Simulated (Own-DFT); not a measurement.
AlGa₃N₄ (wurtzite random alloy, strained, atoms displaced) (calculated)

Computed with Own-DFT development build. A calculation, not a measurement: plane-wave PBE density functional theory by an unreviewed code, no spin, of a simulated periodic cell, stress positive in tension, free energy of the whole cell less one offset for each atom, forces on such cells passed a denser k mesh, this cell's mesh not checked; offsets are fitted by least squares, one for each functional and potential file, so energies compare only between cells with the same atoms and settings and are not formation energies; the far tail of each file's local potential was reset to the Coulomb form; each entry is a single point on an unrelaxed cell, so the pressure reflects the starting lattice, mostly measured values, from which strain is counted, and rises with the displacements; printed positions are rounded, which can move forces by about a meV/angstrom; the program is a retired in-house code; no spin-orbit coupling.

Common to all runs: functional PBE; potential files PseudoDojo norm-conserving, scalar-relativistic, standard set with the stringent files for Ga; wave cutoff 96 hartree; occupations Gaussian; smearing width 0.01 eV; k mesh 4 x 4 x 3 centred on Gamma.

(1) AlGa₃N₄ (wurtzite random alloy, strained, atoms displaced)

```
AlGa3N4
1.0
      9.2715     0.0000     0.0000
     -4.6358     8.0294     0.0000
      0.0000     0.0000    10.2685
Al Ga N Ga N Al Ga N Al N Ga N Ga N Ga Al N Al Ga N Ga Al N Al Ga N Ga N Ga N Ga N Ga N Al Ga N Ga N Ga N Ga N
1 1 2 2 2 1 1 2 2 2 2 2 2 2 1 1 2 1 1 2 1 1 2 1 1 2 2 2 2 2 2 2 2 2 1 1 2 2 2 2 2 2 2
Direct
  0.10405 0.21181 0.99351
  0.22688 0.11944 0.24116
  0.11548 0.21858 0.18371
  0.23359 0.11582 0.43608
  0.10731 0.21993 0.50290
  0.20800 0.09900 0.74988
  0.11352 0.21956 0.68403
  0.21688 0.10500 0.93921
  0.10043 0.55322 0.99694
  0.22386 0.44851 0.25014
  0.11563 0.56522 0.18706
  0.22363 0.43764 0.43277
  0.11118 0.56414 0.50367
  0.21780 0.44686 0.74549
  0.10727 0.55286 0.68598
  0.22617 0.43982 0.94197
  0.11275 0.89100 0.99531
  0.22604 0.78483 0.25479
  0.10410 0.88599 0.18566
  0.23234 0.78169 0.44512
  0.11137 0.89588 0.50117
  0.22841 0.78081 0.74980
  0.11257 0.89152 0.68819
  0.22457 0.77482 0.93124
  0.44443 0.21944 0.00316
  0.55587 0.11276 0.25383
  0.44207 0.22124 0.18663
  0.55921 0.10651 0.44363
  0.45408 0.22771 0.49489
  0.55437 0.11164 0.75664
  0.44125 0.22328 0.69761
  0.55899 0.12408 0.93619
  0.43631 0.55166 0.99525
  0.56122 0.44536 0.25725
  0.43941 0.55753 0.18587
  0.54826 0.44538 0.43995
  0.44445 0.56059 0.49344
  0.55813 0.45489 0.74283
  0.45102 0.56150 0.68574
  0.55676 0.44733 0.93707
  0.44272 0.88400 0.99233
  0.55438 0.77843 0.25070
  0.46173 0.89959 0.18363
  0.55437 0.77298 0.44373
  0.45046 0.89479 0.49127
  0.55777 0.78158 0.74468
  0.44908 0.89368 0.68454
  0.55001 0.77871 0.94753
  0.78122 0.22328 0.99922
  0.89197 0.12421 0.25424
  0.77468 0.21897 0.18901
  0.90107 0.11563 0.43977
  0.76557 0.20958 0.50592
  0.87516 0.10719 0.74839
  0.77801 0.22553 0.69059
  0.89235 0.11798 0.93343
  0.77367 0.55936 0.00085
  0.88699 0.44803 0.24952
  0.77070 0.55694 0.18734
  0.88212 0.43732 0.43947
  0.77732 0.55890 0.49671
  0.88090 0.43131 0.74447
  0.77403 0.55367 0.68155
  0.88336 0.44721 0.93274
  0.78211 0.89636 0.99658
  0.88926 0.78280 0.25051
  0.77061 0.88547 0.18629
  0.89322 0.77470 0.43929
  0.77980 0.88816 0.50100
  0.89230 0.78631 0.75289
  0.77992 0.88908 0.68436
  0.88970 0.77095 0.94344
```

- free energy of cell above offsets: -6.536 eV
- pressure: 18.31 GPa
- stress xx: -21.96 GPa
- stress yy: -22.01 GPa
- stress zz: -10.95 GPa
- stress yz: 0.23 GPa
- stress xz: -1.2 GPa
- stress xy: -0.72 GPa

Force:
```csv
element,x (eV/Å),y (eV/Å),z (eV/Å)
Al,1.015,1.815,1.139
Ga,0,-2.051,1.979
N,-2.605,1.114,-1.466
N,-0.057,0.122,-0.181
Ga,2.653,1.106,-0.255
Ga,1.556,2.991,0.779
N,-1.812,1.182,1.489
N,-0.325,1.363,-0.389
Al,1.491,0.122,0.245
Ga,-0.314,-0.736,-0.626
N,-0.655,-0.835,-1.106
N,-1.203,2.07,1.683
Al,0.6,-1.762,-0.979
Al,1.629,-0.651,0.713
N,0.564,0.196,-0.421
N,-3.975,-1.281,-2.129
Ga,0.698,-1.461,1.329
Ga,0.346,0.418,-0.666
N,1.42,0.786,-0.093
N,-1.942,-1.109,-0.825
Ga,1.224,0.138,-0.182
Ga,-0.461,-0.442,-0.855
N,0.182,-2.066,-0.594
N,-0.949,-0.811,1.082
Ga,-1.128,1.468,-0.796
Al,0.045,-0.073,-0.773
N,2.421,1.228,1.279
N,-2.364,2.081,-2.824
Al,-1.184,-0.732,1.995
Ga,-1.042,0.444,-1.016
N,0.163,-0.183,-2.435
N,1.332,-2.089,0.783
Ga,2.036,0.703,1.478
Al,-2.061,0.051,-1.406
N,2.132,-0.657,0.608
N,0.791,-0.183,-0.856
Al,-0.504,-1.686,1.325
Ga,0.436,-1.927,1.75
N,-2.865,-0.38,-1.355
N,0.378,0.148,0.009
Ga,-1.215,2.174,1.686
Ga,0.294,-0.649,0.025
N,-2.469,0.325,0.767
N,0.422,0.915,-1.131
Ga,0.387,-1.895,2.302
Ga,-0.316,-0.467,1.366
N,-0.022,0.094,-0.202
N,2.652,-0.227,-2.789
Ga,-1.056,0.591,0.673
Ga,1.528,-1.772,-0.473
N,-1.164,0.974,-0.204
N,-2.886,-1.593,-0.396
Ga,2.713,2.118,-0.154
Ga,2.277,0.657,-0.095
N,-0.584,-2.811,-1.277
N,0.243,-0.668,-0.102
Al,-0.037,-1.436,0.132
Ga,0.419,0.068,0.18
N,0.344,-0.34,-0.4
N,1.068,0.718,0.144
Ga,0.137,-1.158,0.605
Ga,-0.756,4.094,1.222
N,1.203,1.125,0.587
N,0.362,0.464,1.008
Ga,-0.322,-1.327,1.114
Ga,-0.53,-0.276,-0.058
N,1.011,1.649,0.187
N,-0.766,1.096,-0.751
Ga,0.273,0.032,-0.892
Ga,0.582,-2.159,0.158
N,-0.313,0.313,0.554
N,-1.146,0.94,-1.225
```

(2) AlGa₃N₄ (wurtzite random alloy, strained, atoms displaced)

```
AlGa3N4
1.0
      9.2715     0.0000     0.0000
     -4.6358     8.0294     0.0000
      0.0000     0.0000    10.2685
Ga N Ga N Ga Al N Ga N Ga N Al Ga N Al Ga N Ga Al N Ga N Ga N Ga Al N Al Ga N Ga N Al Ga N Ga N Al N Ga N Ga N
2 2 2 2 1 1 2 2 2 2 2 1 1 2 1 1 2 1 1 2 2 2 2 2 1 1 2 1 1 2 2 2 1 1 2 2 2 2 2 2 2 2 2
Direct
  0.11100 0.22865 0.00230
  0.21802 0.10671 0.25364
  0.11407 0.22688 0.19360
  0.22999 0.11274 0.43503
  0.10501 0.21129 0.50014
  0.22548 0.11232 0.73700
  0.11811 0.22277 0.69094
  0.22310 0.10244 0.95518
  0.10826 0.55386 0.99757
  0.23018 0.45006 0.24365
  0.10666 0.55796 0.18829
  0.23055 0.44988 0.44163
  0.10702 0.54002 0.50248
  0.21516 0.44604 0.74784
  0.11484 0.56152 0.69083
  0.22565 0.44921 0.94175
  0.11741 0.88937 0.00760
  0.21849 0.77113 0.24514
  0.10835 0.87564 0.19534
  0.21850 0.77510 0.43713
  0.10661 0.88596 0.50430
  0.21996 0.78401 0.74779
  0.11606 0.90045 0.69332
  0.21366 0.77672 0.94117
  0.44901 0.23203 0.00092
  0.55442 0.10391 0.24778
  0.43408 0.21574 0.19533
  0.55648 0.11726 0.43157
  0.45044 0.21523 0.50103
  0.56298 0.11244 0.75426
  0.44652 0.22071 0.68816
  0.54603 0.11307 0.94927
  0.43150 0.55241 0.99764
  0.55325 0.44605 0.25692
  0.43909 0.55313 0.19524
  0.56511 0.45058 0.43871
  0.43507 0.54298 0.50453
  0.55655 0.44883 0.74432
  0.43890 0.55227 0.68771
  0.55525 0.44072 0.94504
  0.44248 0.89142 0.99448
  0.55402 0.77591 0.24735
  0.43700 0.89038 0.19100
  0.56930 0.79002 0.43552
  0.43456 0.89017 0.49010
  0.55663 0.78310 0.75273
  0.43154 0.87883 0.69606
  0.55403 0.78092 0.93604
  0.78919 0.23306 0.99741
  0.88710 0.10250 0.24717
  0.78177 0.22185 0.19013
  0.89557 0.12270 0.43868
  0.77797 0.21774 0.49077
  0.88499 0.11064 0.75196
  0.77735 0.22185 0.69020
  0.89204 0.11413 0.93677
  0.77312 0.55320 0.99979
  0.88690 0.43785 0.25240
  0.79017 0.56283 0.18485
  0.88345 0.43863 0.43328
  0.78686 0.56485 0.50207
  0.88322 0.43565 0.74895
  0.78319 0.56399 0.68793
  0.88807 0.44907 0.92774
  0.78038 0.88770 0.00077
  0.90698 0.78001 0.24092
  0.78019 0.88948 0.19911
  0.89523 0.78360 0.43605
  0.77530 0.89198 0.50102
  0.90156 0.77944 0.75480
  0.78297 0.89038 0.68596
  0.88861 0.78926 0.93127
```

* free energy of cell above offsets: -5.043 eV
* pressure: 19.26 GPa
* stress xx: -24.71 GPa
* stress yy: -22.38 GPa
* stress zz: -10.69 GPa
* stress yz: -1.35 GPa
* stress xz: 0.24 GPa
* stress xy: -1.44 GPa

Force:
```csv
element,x (eV/Å),y (eV/Å),z (eV/Å)
Ga,1.63,-1.512,0.445
Ga,-0.059,-0.23,-0.629
N,-0.339,0.371,-0.459
N,-0.809,-1.433,1.944
Ga,1.573,1.709,0.245
Ga,0.425,1.504,3.497
N,-2.069,0.347,-0.608
N,-0.395,3.228,-2.059
Ga,-0.631,0.585,0.697
Al,-2.432,-1.078,1.901
N,1.967,-2.232,-0.743
N,-1.406,-2.258,-2.506
Ga,-1.04,1.769,-0.24
Ga,1.317,-0.311,0.805
N,-2.264,-1.31,-0.33
N,-2.123,-1.359,-1.763
Ga,-1.727,-0.499,0.204
Ga,0.783,0.25,2.051
N,2.129,4.015,-2.252
N,-0.575,-0.003,0.817
Al,0.773,0.483,-0.832
Ga,-0.566,-1.007,1.589
N,0.291,-2.187,-2.811
N,1.483,-0.645,-1.129
Al,-1.102,-2.171,1.795
Ga,-0.762,1.854,-0.448
N,1.71,1.534,-1.76
N,2.511,-2.041,1.077
Ga,-1.645,2.121,0.049
Al,-1.665,-0.875,0.423
N,1.825,0.116,0.199
N,1.783,1.261,-2.343
Ga,3.509,1.598,1.408
Ga,1.27,-0.475,-0.927
N,0.764,1.746,-1.502
N,0.389,-0.205,1.418
Ga,2.297,2.609,-0.296
Ga,0.332,-0.318,1.13
N,0.151,0.798,0.795
N,-1.476,0.928,-1.633
Ga,-0.444,-0.426,1.293
Al,-0.093,0.541,0.966
N,2.471,-1.802,-1.181
N,-3.606,-1.543,-0.806
Al,1.979,-0.349,0.988
Ga,0.729,-0.837,-1.125
N,1.875,3.407,-2.279
N,0.492,-0.448,0.967
Ga,-1.402,-1.298,0.967
Ga,0.119,2.324,1.114
N,-0.368,-0.667,-1.152
N,-0.907,-1.397,-0.55
Al,-1.153,0.68,1.114
Ga,1.507,-0.31,-0.316
N,-0.75,0.053,-1.563
N,-0.443,-0.12,0.327
Ga,0.587,1.481,0.065
Ga,-0.303,0.839,-0.456
N,-1.395,-1.867,0.017
N,-0.371,0.272,2.204
Al,-0.325,-0.369,-0.666
Al,-0.035,2.008,-0.796
N,1.137,-1.614,-0.748
N,0.247,-0.143,0.139
Ga,-1.343,0.727,1.021
Ga,-5.046,-1.682,3.033
N,-0.395,-2.387,-2.242
N,0.22,-0.51,0.614
Ga,1.748,0.354,0.022
Ga,-1.949,0.387,-0.839
N,-0.358,-0.246,0.649
N,1.747,-1.735,1.999
```

(3) AlGa₃N₄ (wurtzite random alloy, strained, atoms displaced)

```
AlGa3N4
1.0
      9.2715     0.0000     0.0000
     -4.6358     8.0294     0.0000
      0.0000     0.0000    10.2685
Al Ga N Ga N Ga N Ga N Ga N Ga N Ga N Ga Al N Ga N Al Ga N Al N Al Ga N Ga N Al Ga N Ga N Al Ga N Al Ga N Ga N
1 1 2 2 2 2 2 2 2 2 2 2 2 2 2 1 1 2 2 2 1 1 2 2 2 1 1 2 2 2 1 1 2 2 2 1 1 2 1 1 2 2 2
Direct
  0.11393 0.22177 0.00103
  0.22530 0.11361 0.24987
  0.10683 0.22404 0.18558
  0.22047 0.11289 0.43115
  0.11182 0.22435 0.49986
  0.21873 0.11292 0.74318
  0.11166 0.22683 0.68585
  0.24101 0.13129 0.93968
  0.11211 0.55267 0.99275
  0.21695 0.44482 0.24936
  0.10785 0.55058 0.19197
  0.22708 0.44115 0.44066
  0.10948 0.55215 0.50366
  0.22300 0.44991 0.74687
  0.11348 0.55452 0.68761
  0.22213 0.43804 0.93625
  0.11594 0.89100 0.00375
  0.21111 0.77100 0.24714
  0.10600 0.88294 0.18313
  0.21280 0.76232 0.43324
  0.10921 0.88521 0.50484
  0.22566 0.78064 0.74674
  0.10434 0.88999 0.69048
  0.21566 0.78340 0.93615
  0.44202 0.22678 0.99394
  0.55409 0.11297 0.24919
  0.44404 0.21759 0.18903
  0.55781 0.11626 0.43042
  0.44997 0.21845 0.49825
  0.55437 0.11358 0.75520
  0.44571 0.22941 0.69303
  0.55464 0.10181 0.94682
  0.44827 0.56262 0.99854
  0.55165 0.44204 0.25094
  0.45577 0.56045 0.19684
  0.55459 0.45241 0.42962
  0.45362 0.56967 0.50019
  0.55584 0.44591 0.75524
  0.42879 0.55291 0.68956
  0.55565 0.44754 0.93978
  0.44596 0.89312 0.99357
  0.55536 0.77534 0.24772
  0.44560 0.88741 0.19368
  0.56104 0.77663 0.43922
  0.45126 0.88922 0.50816
  0.55892 0.77601 0.74719
  0.44947 0.89132 0.68408
  0.55620 0.78097 0.93721
  0.78880 0.22456 0.00210
  0.88488 0.11137 0.25430
  0.77811 0.21862 0.19367
  0.89445 0.11681 0.44252
  0.77443 0.21134 0.49588
  0.88627 0.10595 0.74544
  0.77730 0.22178 0.69211
  0.88848 0.10041 0.93628
  0.78922 0.56003 0.00697
  0.88667 0.44069 0.25850
  0.78148 0.55678 0.18831
  0.89581 0.44924 0.44217
  0.77823 0.54786 0.49872
  0.89387 0.44599 0.75398
  0.77524 0.56377 0.68386
  0.89344 0.44435 0.94066
  0.77103 0.88319 0.99519
  0.88774 0.78272 0.24961
  0.77991 0.89576 0.18853
  0.89212 0.77834 0.44121
  0.77632 0.88410 0.49672
  0.88503 0.77427 0.74519
  0.77934 0.88912 0.68975
  0.89453 0.78074 0.93573
```

- free energy of cell above offsets: -6.980 eV
- pressure: 18.28 GPa
- stress xx: -21.87 GPa
- stress yy: -21.7 GPa
- stress zz: -11.29 GPa
- stress yz: -0.15 GPa
- stress xz: -0.16 GPa
- stress xy: -0.01 GPa

Force:
```csv
element,x (eV/Å),y (eV/Å),z (eV/Å)
Al,-0.409,-0.513,-0.147
Ga,-0.854,-0.574,-0.738
N,0.703,-0.409,-0.649
N,0.961,-0.737,1.7
Ga,1.032,0.043,0.307
Ga,0.183,0.468,1.582
N,-0.353,-0.453,0.047
N,-4.385,-3.412,-1.602
Ga,0.821,0.936,1.67
Ga,1.804,-0.04,0.944
N,-0.697,0.159,-1.871
N,0.129,1.786,-0.276
Ga,1.45,-0.448,-0.267
Ga,-0.791,-2.152,1.591
N,-1.385,1.028,0.308
N,-0.228,0.322,0.263
Ga,-1.588,1.68,-0.938
Ga,1.422,0.733,0.495
N,-0.1,1.201,1.03
N,1.209,2.999,1.377
Ga,0.806,0.566,-1.106
Ga,-0.698,0.039,0.457
N,1.629,0.061,-0.503
N,3.257,-0.792,-0.536
Ga,3.799,0.755,2.438
Ga,0.514,-1.062,-0.835
N,-0.568,1.092,-1.19
N,1.731,-1.847,2.208
Ga,-2.108,1.58,0.435
Al,0.431,0.058,0.167
N,1.378,-1.671,-0.975
N,-0.1,2.384,-2.231
Ga,-0.272,-0.959,1.268
Ga,1.353,-0.431,-0.715
N,-2.244,0.199,-1.993
N,1.206,-0.164,3.08
Al,-0.413,-3.039,0.228
Ga,-0.611,0.962,-0.458
N,3.819,1.594,-1.989
N,1.306,1.047,0.061
Al,-0.43,-2.059,2.127
Al,-0.143,1.156,0.617
N,0.003,-0.881,-1.704
N,-2.094,1.087,-0.92
Al,-1.09,-0.314,-2.98
Ga,-0.503,-0.13,0.646
N,-0.456,1.237,0.746
N,-0.605,0.546,-0.215
Ga,-0.533,-1.262,0.439
Ga,1.279,0.035,0.131
N,-0.811,1.003,-1.015
N,-1.175,-1.215,-0.421
Al,-0.516,1.952,1.169
Ga,0.304,1.158,1.12
N,-1.298,-0.354,-1.405
N,0.649,0.877,0.367
Ga,-1.129,-0.038,-0.842
Ga,-0.085,0.356,-0.766
N,-0.232,-0.301,0.793
N,-1.646,-2.499,0.498
Al,-1.27,1.006,-0.18
Ga,-1.154,0.007,-0.636
N,0.96,-2.429,-0.836
N,-0.819,-0.347,-0.751
Al,1.42,0.572,1
Ga,0.163,-0.562,0.573
N,-0.976,-1.512,-1.171
N,-0.304,-1.5,-0.555
Ga,0.99,1.089,0.861
Ga,0.106,0.796,1.767
N,-0.439,-0.543,-1.335
N,-1.304,0.079,0.238
```
